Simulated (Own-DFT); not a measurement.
# What a defect does to the pressure of its cell: zincblende GaAs

Source: density functional calculations with Own-DFT, an unreviewed in-house program that is no longer used. Nothing was measured or relaxed, and spin and spin-orbit coupling are left out.

All runs used: PBE; PseudoDojo norm-conserving scalar-relativistic files; cutoff 42 hartree; 3 x 3 x 3 k mesh centred on Gamma; Fermi-Dirac smearing of 0.1 eV.

Limits (not all hold for every row): not probed for a lower state with spin; forces not confirmed at this smearing and k mesh; stress not checked against mesh or cutoff.

All runs share one cell, with vectors in Å (11.737, 0.000, 0.000); (0.000, 11.737, 0.000); (0.000, 0.000, 10.919) and a volume of 1504.3 Å³, strained against the parent crystal. u is the rms random offset of the atoms per axis. The defect's site can differ from row to row.

| cell | formula | u (Å) | P (GPa) |
|---|---|---|---|
| no defect | As32Ga32 | 0.0286 | 0.74 |
| no defect | As32Ga32 | 0.0490 | 0.94 |
| no defect | As32Ga32 | 0.0527 | 1.12 |
| one As vacancy and one Ga vacancy | As31Ga31 | 0.0292 | 0.42 |
| one As vacancy and one Ga vacancy | As31Ga31 | 0.0314 | 0.48 |
| one As vacancy and one Ga vacancy | As31Ga31 | 0.0507 | 0.80 |
| one Al on a Ga site | AlAs32Ga31 | 0.0289 | 0.73 |
| one Al on a Ga site | AlAs32Ga31 | 0.0480 | 1.05 |
| one Al on a Ga site | AlAs32Ga31 | 0.0521 | 1.06 |
| one P on an As site | As31Ga32P | 0.0298 | 0.53 |
| one P on an As site | As31Ga32P | 0.0312 | 0.52 |
| one P on an As site | As31Ga32P | 0.0512 | 0.85 |
| one P on an As site | As31Ga32P | 0.0513 | ? |
| one In on a Ga site | As32Ga31In | 0.0299 | 1.31 |
| one In on a Ga site | As32Ga31In | 0.0472 | 1.54 |
| one In on a Ga site | As32Ga31In | 0.0506 | 1.66 |

## Analysis

P = P0 + c u² + a shift for each defect gives P0 = 0.55 GPa, c = 193 ± 13 GPa/Å² and a scatter of 0.04 GPa. The shifts, and each times the cell's volume:

- one In on a Ga site: 0.59 ± 0.03 GPa, 5.5 eV
- one Al on a Ga site: 0.02 ± 0.03 GPa, 0.2 eV (not resolved)
- one P on an As site: -0.21 ± 0.03 GPa, -1.9 eV
- one As vacancy and one Ga vacancy: -0.27 ± 0.03 GPa, -2.5 eV

Positive is outwards. The product with the volume (160.2 GPa Å³ to the eV) is nearly free of the cell's size; divided by the bulk modulus at the cell's pressure it gives the volume that the defect adds. The atoms around the defects weren't relaxed, which would change these numbers.

## Withheld run

Question: what pressure belongs in the blank (one P on an As site, u = 0.0513 Å)?

The fitted form gives 0.85 ± 0.05 GPa. The run itself gave 0.83 GPa.
